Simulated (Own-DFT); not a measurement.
Simulation results for Hf₃₆O₇₁ (tetragonal hafnia with one neutral oxygen vacancy, atoms displaced)

Computed with Own-DFT development build. A calculation, not a measurement: plane-wave PBE and HSE06 DFT by an unreviewed code, no spin, of a simulated cell at Gamma alone, so results move with cell size and shape, stress positive in tension, energies less offsets, not probed for a lower state with spin; hafnium file: forces about 75 meV/angstrom off all-electron values; oxygen file: force components 24 meV/angstrom off all-electron in a glass; k mesh not checked against a denser one; forces and stress are PBE's, HSE06 gives the energy alone, and its difference from PBE has offsets of its own; offsets are fitted by least squares, one for each functional and potential file, so energies compare only between cells with the same atoms and settings and are not formation energies; the far tail of each file's local potential was reset to the Coulomb form; each entry is a single point on an unrelaxed cell, so the pressure reflects the starting lattice, taken from the Materials Project, from which strain is counted, and rises with the displacements; printed positions are rounded, which can move forces by about a meV/angstrom; the program is a retired in-house code; no spin-orbit coupling.

Settings shared by all entries: first functional PBE; second functional HSE06; exact exchange share 0.25; screening 0.11 1/bohr; exchange divergence Gygi-Baldereschi; potential files PseudoDojo norm-conserving, scalar-relativistic, made for PBE, standard set; wave cutoff 48 hartree; occupations fixed; k mesh 1 x 1 x 1 centred on Gamma.

(1) Hf₃₆O₇₁ (tetragonal hafnia with one neutral oxygen vacancy, atoms displaced)

```
Hf36O71
1.0
     10.7800     0.0000     0.0000
      0.0000    10.7800     0.0000
      0.0000     0.0000    10.4493
Hf O Hf O Hf O Hf O Hf O Hf O Hf O Hf O Hf O Hf O Hf O Hf O Hf O Hf O Hf O Hf O Hf O Hf O
2 4 2 4 2 4 2 4 2 4 2 4 2 4 2 4 2 3 2 4 2 4 2 4 2 4 2 4 2 4 2 4 2 4 2 4
Direct
  0.99398 0.00686 0.99851
  0.16573 0.16832 0.24467
  0.00565 0.16883 0.15172
  0.16561 0.00515 0.34611
  0.01233 0.17909 0.41205
  0.15760 0.00094 0.08670
  0.99353 0.01646 0.49945
  0.16508 0.17164 0.75186
  0.00969 0.15217 0.65329
  0.15759 0.00460 0.85030
  0.00059 0.17310 0.91264
  0.15816 0.99853 0.59642
  0.99770 0.33865 0.99878
  0.16837 0.49627 0.23740
  0.00091 0.49136 0.14377
  0.17494 0.32252 0.33278
  0.00285 0.49610 0.39976
  0.17206 0.33590 0.09699
  0.00135 0.31556 0.50284
  0.16007 0.50529 0.75285
  0.01502 0.50348 0.65465
  0.16488 0.33445 0.85295
  0.99519 0.50475 0.90632
  0.16849 0.33695 0.59923
  0.99608 0.66908 0.99899
  0.18186 0.83915 0.23993
  0.98810 0.83530 0.15162
  0.16616 0.67212 0.34863
  0.99853 0.83763 0.41046
  0.16501 0.67655 0.09760
  0.00562 0.64986 0.48134
  0.17142 0.82316 0.74057
  0.99985 0.83473 0.65604
  0.17069 0.66448 0.85325
  0.99790 0.83370 0.88852
  0.16940 0.66876 0.58199
  0.34059 0.99804 0.00528
  0.49447 0.15594 0.25038
  0.33364 0.17393 0.14748
  0.50404 0.01036 0.35080
  0.32105 0.18068 0.40427
  0.49548 0.99067 0.09548
  0.32875 0.99674 0.50207
  0.49776 0.17319 0.75576
  0.33535 0.16804 0.64394
  0.50408 0.99972 0.84676
  0.32610 0.16945 0.90878
  0.49420 0.02110 0.60839
  0.34660 0.32444 0.00123
  0.50375 0.49431 0.24293
  0.32127 0.50122 0.15608
  0.49026 0.32944 0.34523
  0.33450 0.50750 0.39269
  0.34155 0.32914 0.49841
  0.49432 0.49581 0.74127
  0.32086 0.49742 0.66173
  0.50430 0.34318 0.85443
  0.33260 0.50137 0.90292
  0.50113 0.33225 0.59519
  0.33469 0.66243 0.00475
  0.49619 0.83809 0.25789
  0.33105 0.82902 0.14289
  0.49050 0.65845 0.34814
  0.32960 0.81261 0.39527
  0.50543 0.67062 0.08816
  0.33719 0.66046 0.50537
  0.50300 0.83926 0.74750
  0.33110 0.83739 0.65181
  0.49861 0.66658 0.83717
  0.33949 0.84718 0.90898
  0.49518 0.66699 0.60452
  0.66759 0.99425 0.98998
  0.82689 0.16263 0.25680
  0.67062 0.16480 0.14073
  0.83254 0.99583 0.33406
  0.67945 0.16749 0.39210
  0.83882 0.00275 0.08605
  0.66375 0.00393 0.50156
  0.82917 0.16368 0.74435
  0.66833 0.16860 0.65345
  0.83991 0.98906 0.85074
  0.65880 0.18669 0.91747
  0.83296 0.00418 0.58369
  0.66737 0.33569 0.00714
  0.83223 0.49689 0.26250
  0.67581 0.50134 0.14586
  0.82535 0.34412 0.33568
  0.66223 0.48730 0.39918
  0.83407 0.33327 0.10760
  0.67273 0.34732 0.51393
  0.82429 0.51169 0.75701
  0.67860 0.49744 0.64808
  0.83720 0.33879 0.84992
  0.65838 0.50018 0.90270
  0.82365 0.33506 0.60123
  0.66657 0.65922 0.99232
  0.81702 0.83260 0.24100
  0.66597 0.84505 0.16329
  0.83330 0.68122 0.36144
  0.67679 0.83994 0.39545
  0.83695 0.67498 0.09469
  0.67306 0.66112 0.50330
  0.83947 0.82844 0.74000
  0.65758 0.83351 0.65603
  0.82790 0.68244 0.85503
  0.66792 0.83537 0.90289
  0.83083 0.66185 0.60674
```

| Property | Result |
| --- | --- |
| PBE energy of cell above offsets | -86.730 eV |
| HSE06 less PBE above offsets | 0.679 eV |
| PBE pressure | 5.37 GPa |
| PBE stress xx | -5.87 GPa |
| PBE stress yy | -4.56 GPa |
| PBE stress zz | -5.67 GPa |
| PBE stress yz | -1.56 GPa |
| PBE stress xz | -1.26 GPa |
| PBE stress xy | 0.05 GPa |

Force:
| element | x (eV/Å) | y (eV/Å) | z (eV/Å) |
| --- | --- | --- | --- |
| Hf | 2.215 | -1.893 | -1.271 |
| Hf | 0.174 | -0.671 | -1.45 |
| O | -1.645 | -0.013 | 1.171 |
| O | 1.261 | -0.538 | -0.065 |
| O | -1.086 | -4.459 | -4.124 |
| O | 2.962 | -0.541 | 1.768 |
| Hf | 2.633 | -6.017 | -1.36 |
| Hf | 1.422 | -0.894 | 1.675 |
| O | -3.432 | 1.678 | -0.32 |
| O | 0.788 | -0.138 | -1.92 |
| O | -0.72 | -0.129 | -1.877 |
| O | 2.224 | -0.134 | -0.735 |
| Hf | 0.597 | -0.073 | 1.301 |
| Hf | -2.479 | -0.035 | 2.426 |
| O | -0.709 | 0.936 | 1.24 |
| O | -0.907 | 3.491 | 1.711 |
| O | -0.702 | -3.285 | -1.225 |
| O | 0.063 | -0.084 | -0.952 |
| Hf | 1.296 | 7.774 | 3.668 |
| Hf | 1.352 | -1.588 | 2.003 |
| O | -4.558 | 0.359 | -1.263 |
| O | -0.293 | 0.379 | -0.938 |
| O | -0.305 | 0.394 | -1.228 |
| O | -0.801 | -1.15 | -1.058 |
| Hf | 1.004 | 2.323 | 0.562 |
| Hf | -5.762 | -1.119 | 1.824 |
| O | 1.787 | -0.01 | 0.002 |
| O | -1.128 | -1.145 | -1.423 |
| O | 0.174 | 0.427 | 0.64 |
| O | 0.178 | -0.47 | -0.139 |
| Hf | 0.848 | 5.611 | 1.667 |
| Hf | -3.057 | 1.939 | 2.018 |
| O | 0.319 | -0.142 | -0.656 |
| O | 0.33 | 1.089 | -0.728 |
| O | 0.315 | -0.896 | 1.329 |
| O | -0.39 | 0.441 | 2.336 |
| Hf | -3.882 | 0.842 | -1.549 |
| Hf | 1.171 | 4.258 | -1.909 |
| O | 1.31 | -0.566 | 0.585 |
| O | -0.906 | -3.104 | 1.589 |
| O | 1.273 | -4.524 | -0.648 |
| O | 1.954 | 0.478 | 1.868 |
| Hf | -2.028 | 0.828 | 0.627 |
| Hf | -0.376 | -0.872 | -0.284 |
| O | -0.469 | 0.377 | 1.513 |
| O | 0.555 | 1.988 | 0.48 |
| O | 1.494 | -0.938 | -1.644 |
| O | 0.921 | -1.559 | -1.735 |
| Hf | -1.943 | 2.459 | 0.628 |
| Hf | -1.25 | 0.129 | 0.789 |
| O | 4.995 | 0.614 | -2.156 |
| O | 0.537 | -0.2 | -1.073 |
| O | -0.137 | -1.882 | 1.619 |
| Hf | -2.335 | 2.189 | -0.567 |
| Hf | -1.22 | 1.816 | 1.68 |
| O | 2.751 | 0.147 | -1.384 |
| O | -0.99 | -1.181 | -0.624 |
| O | 0.908 | -0.614 | 0.815 |
| O | 0.871 | 0.718 | 1.46 |
| Hf | -0.869 | 0.317 | -1.491 |
| Hf | 0.373 | -2.073 | -0.685 |
| O | 2.739 | 0.715 | 0.624 |
| O | 2.117 | 1.485 | -0.888 |
| O | 1.157 | 4.323 | -0.093 |
| O | -0.422 | -0.227 | 1.226 |
| Hf | -0.95 | -1.105 | -1.867 |
| Hf | -1.875 | -1.275 | 1.588 |
| O | 1.819 | 0.557 | -1.052 |
| O | 0.24 | 0.076 | 0.422 |
| O | -0.094 | -2.794 | -1.423 |
| O | 1.889 | -0.754 | -0.878 |
| Hf | 0.828 | 1.567 | 1.491 |
| Hf | -0.153 | 0.892 | -3.395 |
| O | -1.448 | -0.196 | 2.102 |
| O | 0.572 | 1.68 | 1.185 |
| O | -0.608 | 0.202 | 1.861 |
| O | -3.525 | 0.324 | 1.358 |
| Hf | -0.239 | 0.115 | -0.801 |
| Hf | 1.623 | 0.391 | 2.367 |
| O | -0.626 | -0.279 | 0.416 |
| O | -1.656 | 2.776 | -1.99 |
| O | 0.109 | -4.677 | -3.565 |
| O | -1.735 | 0.455 | 1.746 |
| Hf | 0.838 | 1.524 | 1.977 |
| Hf | 1.525 | 2.995 | -3.708 |
| O | -1.226 | 0.341 | 0.897 |
| O | 0.684 | -4.181 | 3.523 |
| O | -0.011 | 3.166 | -0.258 |
| O | -0.326 | -0.069 | -1.161 |
| Hf | -2.002 | -3.041 | -2.506 |
| Hf | 3.468 | -0.395 | 1.343 |
| O | -3.182 | 0.328 | -0.553 |
| O | -0.4 | -0.477 | -1.081 |
| O | 1.162 | 0.033 | -1.535 |
| O | 4.336 | -1.089 | 0.652 |
| Hf | 0.653 | 1.378 | 0.768 |
| Hf | 6.528 | -0.43 | 1.779 |
| O | -4.421 | 0.296 | -2.938 |
| O | -0.881 | -3.202 | -0.283 |
| O | -2.227 | -0.569 | 2.161 |
| O | -2.22 | -0.633 | 0.529 |
| Hf | -0.502 | 1.454 | -0.917 |
| Hf | 1.111 | 0.883 | 1.166 |
| O | 1.962 | 0.38 | -1.983 |
| O | -0.411 | -2.948 | -0.621 |
| O | -1.028 | -0.935 | 0.027 |
| O | 0.13 | -0.126 | -0.22 |

(2) Hf₃₆O₇₁ (tetragonal hafnia with one neutral oxygen vacancy, atoms displaced)

```
Hf36O71
1.0
     10.7800     0.0000     0.0000
      0.0000    10.7800     0.0000
      0.0000     0.0000    10.4493
Hf O Hf O Hf O Hf O Hf O Hf O Hf O Hf O Hf O Hf O Hf O Hf O Hf O Hf O Hf O Hf O Hf O Hf O
2 4 2 4 2 4 2 4 2 4 2 4 2 4 2 3 2 4 2 4 2 4 2 4 2 4 2 4 2 4 2 4 2 4 2 4
Direct
  0.99772 0.00367 0.99929
  0.16458 0.16968 0.25114
  0.99991 0.16940 0.15056
  0.16575 0.99880 0.34882
  0.99815 0.16766 0.40063
  0.17051 0.99694 0.09626
  0.99532 0.00143 0.50247
  0.16646 0.16950 0.75104
  0.99933 0.16485 0.65670
  0.16617 0.00314 0.84671
  0.00422 0.16180 0.90418
  0.16605 0.99899 0.59436
  0.00067 0.33490 0.99799
  0.16950 0.50455 0.24914
  0.99869 0.49853 0.15459
  0.16724 0.33590 0.34406
  0.99896 0.49898 0.39920
  0.16720 0.33076 0.10384
  0.99523 0.33072 0.49335
  0.16565 0.50095 0.74797
  0.99661 0.49574 0.65063
  0.16279 0.32937 0.84768
  0.00013 0.50348 0.90324
  0.17028 0.33355 0.59319
  0.00109 0.66378 0.00155
  0.16851 0.83392 0.24933
  0.00491 0.83009 0.15593
  0.16411 0.66360 0.35110
  0.00213 0.83044 0.40074
  0.16489 0.66489 0.10165
  0.00613 0.67063 0.50302
  0.16625 0.83916 0.74711
  0.00019 0.83271 0.65386
  0.17216 0.66696 0.84757
  0.99798 0.83160 0.90646
  0.16203 0.66944 0.59807
  0.33928 0.99616 0.00064
  0.49839 0.16446 0.24837
  0.33762 0.16419 0.14982
  0.49354 0.99898 0.34742
  0.32748 0.16399 0.39984
  0.50173 0.99687 0.10001
  0.33628 0.99785 0.50501
  0.49912 0.16645 0.74839
  0.33322 0.16069 0.64907
  0.49971 0.99865 0.84560
  0.50327 0.99717 0.59761
  0.33583 0.32788 0.99639
  0.49915 0.50133 0.24645
  0.33271 0.49767 0.14782
  0.49827 0.33294 0.34648
  0.33155 0.49720 0.40580
  0.50034 0.33022 0.09610
  0.33233 0.32801 0.49732
  0.50063 0.50314 0.74810
  0.33255 0.50592 0.65498
  0.50069 0.33220 0.85353
  0.33441 0.49997 0.90206
  0.49895 0.33327 0.59540
  0.33025 0.66664 0.00339
  0.49545 0.83109 0.25000
  0.33512 0.83205 0.15352
  0.50732 0.66696 0.35253
  0.32983 0.83310 0.40232
  0.49754 0.67224 0.09776
  0.33530 0.66558 0.50343
  0.49968 0.82640 0.74959
  0.33701 0.83700 0.65407
  0.49992 0.66630 0.84431
  0.33468 0.83421 0.90250
  0.50134 0.66885 0.59386
  0.66343 0.99299 0.99957
  0.83738 0.16703 0.25202
  0.66845 0.16179 0.15055
  0.83220 0.99689 0.34337
  0.66427 0.16792 0.40382
  0.83473 0.00237 0.09546
  0.66758 0.00487 0.50370
  0.83332 0.16801 0.74681
  0.66867 0.16301 0.64647
  0.83299 0.00633 0.85241
  0.66797 0.16547 0.90006
  0.83551 0.00549 0.59355
  0.66941 0.33487 0.99924
  0.83160 0.49951 0.25164
  0.66384 0.50575 0.14821
  0.82940 0.33282 0.34963
  0.66910 0.49865 0.40048
  0.83399 0.33747 0.09856
  0.66035 0.33542 0.50061
  0.82806 0.49876 0.75042
  0.66581 0.49811 0.65472
  0.83375 0.33825 0.85277
  0.66746 0.49729 0.90594
  0.83318 0.33209 0.59783
  0.66534 0.66303 0.99958
  0.83266 0.83801 0.24880
  0.66798 0.83473 0.15541
  0.83553 0.66612 0.34349
  0.66340 0.83045 0.40261
  0.83517 0.66525 0.09515
  0.66930 0.66429 0.49726
  0.83546 0.83098 0.74905
  0.66541 0.83578 0.65672
  0.83664 0.66905 0.84677
  0.67317 0.83282 0.90577
  0.83076 0.66417 0.59659
```

| Item | Value |
| --- | --- |
| PBE energy of cell above offsets | -100.899 eV |
| HSE06 less PBE above offsets | -0.130 eV |
| PBE pressure | 0.9 GPa |
| PBE stress xx | -1.2 GPa |
| PBE stress yy | 0.06 GPa |
| PBE stress zz | -1.55 GPa |
| PBE stress yz | -0.37 GPa |
| PBE stress xz | -0.18 GPa |
| PBE stress xy | 0.07 GPa |

Force:
| element | x (eV/Å) | y (eV/Å) | z (eV/Å) |
| --- | --- | --- | --- |
| Hf | 0.518 | -1.158 | 0.419 |
| Hf | 0.9 | -0.557 | -0.473 |
| O | -0.111 | -0.21 | 0.28 |
| O | -0.275 | 0.389 | -0.484 |
| O | -0.078 | -0.633 | -0.125 |
| O | -0.192 | 0.12 | -0.154 |
| Hf | 1.818 | -0.738 | -1.217 |
| Hf | 0.059 | -0.81 | -0.267 |
| O | 0.276 | 0.115 | -0.716 |
| O | 0.526 | -0.282 | -0.327 |
| O | -0.235 | 1.728 | -0.402 |
| O | -0.361 | -0.331 | 0.464 |
| Hf | 0.229 | -0.17 | 0.792 |
| Hf | -0.933 | -0.73 | 0.096 |
| O | 0.432 | 0.013 | -0.294 |
| O | -0.075 | -0.401 | 0.445 |
| O | -0.135 | -0.061 | 0.648 |
| O | 0.201 | -0.065 | -1.357 |
| Hf | 0.493 | 1.803 | 0.786 |
| Hf | -0.447 | 0.068 | 0.344 |
| O | 0.439 | 0.168 | 0.538 |
| O | 0.458 | 0.997 | 0.164 |
| O | 0.375 | -0.774 | -0.316 |
| O | -0.729 | -0.146 | 0.386 |
| Hf | -0.495 | 0.849 | 0.292 |
| Hf | -0.614 | 0.483 | 0.658 |
| O | -0.857 | 0.228 | -0.14 |
| O | 0.373 | 0.56 | 0.014 |
| O | -0.244 | 0.906 | 0.873 |
| O | 0.758 | -0.116 | -0.169 |
| Hf | -1.698 | -1.041 | -1.491 |
| Hf | 0.295 | -0.316 | 0.986 |
| O | -0.278 | 0.215 | -0.372 |
| O | -0.184 | 0.275 | -0.269 |
| O | 0.241 | 0.455 | -0.51 |
| O | 1.683 | -0.063 | 0.697 |
| Hf | -0.841 | 1.016 | -0.084 |
| Hf | 0.869 | 0.058 | -0.062 |
| O | -0.83 | 0.15 | -0.374 |
| O | 0.171 | 0.076 | 0.062 |
| O | 0.277 | 0.25 | 0.259 |
| O | -0.34 | -0.164 | -0.17 |
| Hf | -0.285 | 0.136 | -1.114 |
| Hf | 0.481 | -0.293 | 0.693 |
| O | 0.232 | 0.306 | 0.739 |
| O | -0.24 | 0.078 | 0.204 |
| O | -0.255 | 0.35 | 0.055 |
| Hf | -0.062 | 0.006 | 0.459 |
| Hf | -0.117 | -0.277 | 0.397 |
| O | 0.602 | 0.528 | 0.517 |
| O | 0.092 | 0.22 | -0.117 |
| O | 0.299 | 0.715 | -0.224 |
| O | 0.116 | 0.295 | 0.142 |
| Hf | -0.257 | 0.135 | -0.569 |
| Hf | -0.956 | -0.945 | 0.679 |
| O | 0.293 | 0.133 | -0.184 |
| O | -0.496 | 0.118 | -1.233 |
| O | -0.046 | -0.336 | 0.19 |
| O | -0.483 | -0.005 | 0.761 |
| Hf | -0.452 | -0.294 | -0.7 |
| Hf | 1.362 | 0.33 | 0.758 |
| O | -0.549 | -0.191 | -0.462 |
| O | -0.932 | -0.719 | -0.827 |
| O | 0.299 | -0.701 | 0.346 |
| O | 0.277 | -0.313 | -0.117 |
| Hf | -0.576 | -0.154 | -0.834 |
| Hf | 0.353 | 1.522 | -0.079 |
| O | -0.776 | -0.326 | -0.346 |
| O | 0.414 | -0.503 | 0.622 |
| O | 0.048 | -0.529 | 0.121 |
| O | 0.113 | -0.238 | 0.824 |
| Hf | 1.078 | 1.663 | 0.212 |
| Hf | -1.115 | -0.082 | -0.974 |
| O | -0.043 | 0.366 | 0.677 |
| O | 0.19 | 1.166 | 0.951 |
| O | 0.019 | -0.139 | -0.109 |
| O | -0.166 | -0.442 | 0.417 |
| Hf | -0.579 | -0.854 | -0.941 |
| Hf | -0.603 | 0.046 | 1.139 |
| O | -0.372 | 0.266 | 0.545 |
| O | 0.261 | -1.059 | -1.284 |
| O | -0.193 | 0.351 | 0.008 |
| O | -0.57 | -0.36 | 0.782 |
| Hf | -0.309 | -1.739 | 0.436 |
| Hf | 0.641 | 0.482 | -0.27 |
| O | -0.125 | -0.162 | 0.408 |
| O | 0.377 | -0.244 | -0.066 |
| O | -0.202 | -0.09 | 0.128 |
| O | -0.11 | -0.18 | 0.066 |
| Hf | 1.139 | -0.607 | -0.624 |
| Hf | 1.483 | 0.518 | -0.107 |
| O | -0.415 | -0.059 | -0.407 |
| O | 0.196 | -0.952 | -0.545 |
| O | -0.13 | 0.926 | -1.005 |
| O | -0.545 | -0.048 | 0.033 |
| Hf | 0.863 | 0.576 | 0.79 |
| Hf | 0.546 | -1.563 | -0.344 |
| O | -0.518 | -0.049 | -0.374 |
| O | -0.482 | 0.295 | 0.178 |
| O | 0.453 | 0.802 | 0.611 |
| O | -0.632 | -0.039 | -0.261 |
| Hf | 0.111 | 0.921 | -0.719 |
| Hf | -0.586 | 0.44 | 1.075 |
| O | 0.755 | -0.08 | -0.065 |
| O | -0.491 | -0.792 | -0.336 |
| O | -0.45 | -0.828 | -0.376 |
| O | 0.591 | 0.359 | 0.22 |
